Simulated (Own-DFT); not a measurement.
# Which defects push the lattice out? monoclinic HfO2

Calculated, not measured: single-point runs of Own-DFT, a retired in-house plane-wave DFT program that no person has reviewed, on unrelaxed cells, without spin or spin-orbit coupling.

Method: PBE; PseudoDojo norm-conserving scalar-relativistic files; cutoff 72 hartree; 2 x 2 x 2 k mesh centred on Gamma; Fermi-Dirac smearing of 0.1 eV.

Known weak points (not all hold for every row): not probed for a lower state with spin; hafnium file: forces about 75 meV/angstrom off all-electron values; oxygen file: force components 24 meV/angstrom off all-electron in a glass; forces on such cells passed a denser k mesh, each cell not checked; stress not checked against mesh or cutoff.

All runs share one cell, with vectors in Å (10.234, 0.000, 0.000); (0.000, 10.350, 0.000); (-1.696, 0.000, 10.445) and a volume of 1106.4 Å³. The atoms are randomly displaced, by u rms on each axis. The defect's site can differ from row to row.

```
                                      cell     formula   u (Å)  P (GPa)
                                 no defect     Hf32O64  0.0187     3.80
                                 no defect     Hf32O64  0.0495     5.57
                                 no defect     Hf32O64  0.0521     7.05
two Al on a Hf site each and one O vacancy  Al2Hf30O63  0.0298     1.86
two Al on a Hf site each and one O vacancy  Al2Hf30O63  0.0476     3.07
two Al on a Hf site each and one O vacancy  Al2Hf30O63  0.0486     2.88
                       one Si on a Hf site   Hf31O64Si  0.0333     2.83
                       one Si on a Hf site   Hf31O64Si  0.0491     4.20
                       one Si on a Hf site   Hf31O64Si  0.0503     4.84
                             one O vacancy     Hf32O63  0.0307     4.12
                             one O vacancy     Hf32O63  0.0500     5.64
                             one O vacancy     Hf32O63  0.0509     5.69
                  two Al on a Hf site each  Al2Hf30O64  0.0293     2.09
                  two Al on a Hf site each  Al2Hf30O64  0.0303     2.55
                  two Al on a Hf site each  Al2Hf30O64  0.0492        ?
                  two Al on a Hf site each  Al2Hf30O64  0.0503     4.86
```

## Analysis

P = P0 + c u² + a shift for each defect gives P0 = 3.34 GPa, c = 1160 ± 132 GPa/Å² and a scatter of 0.41 GPa. The shifts, and each times the cell's volume:

- one O vacancy: -0.53 ± 0.33 GPa, -3.6 eV (not resolved)
- one Si on a Hf site: -1.73 ± 0.33 GPa, -11.9 eV
- two Al on a Hf site each: -1.84 ± 0.34 GPa, -12.7 eV (-6.4 eV for each of its 2 sites)
- two Al on a Hf site each and one O vacancy: -2.87 ± 0.33 GPa, -19.8 eV

A positive shift means that the defect pushes the cell outwards. Shift times volume (160.2 GPa Å³ is 1 eV) depends little on the cell's size, so, taken for each site, it can be compared between cells at like pressure. The atoms around the defects weren't relaxed, which would change these numbers.

## Check

Q: what pressure belongs in the blank (two Al on a Hf site each, u = 0.0492 Å)?

Estimate: 4.31 ± 0.49 GPa. The calculation gave 4.33 GPa.
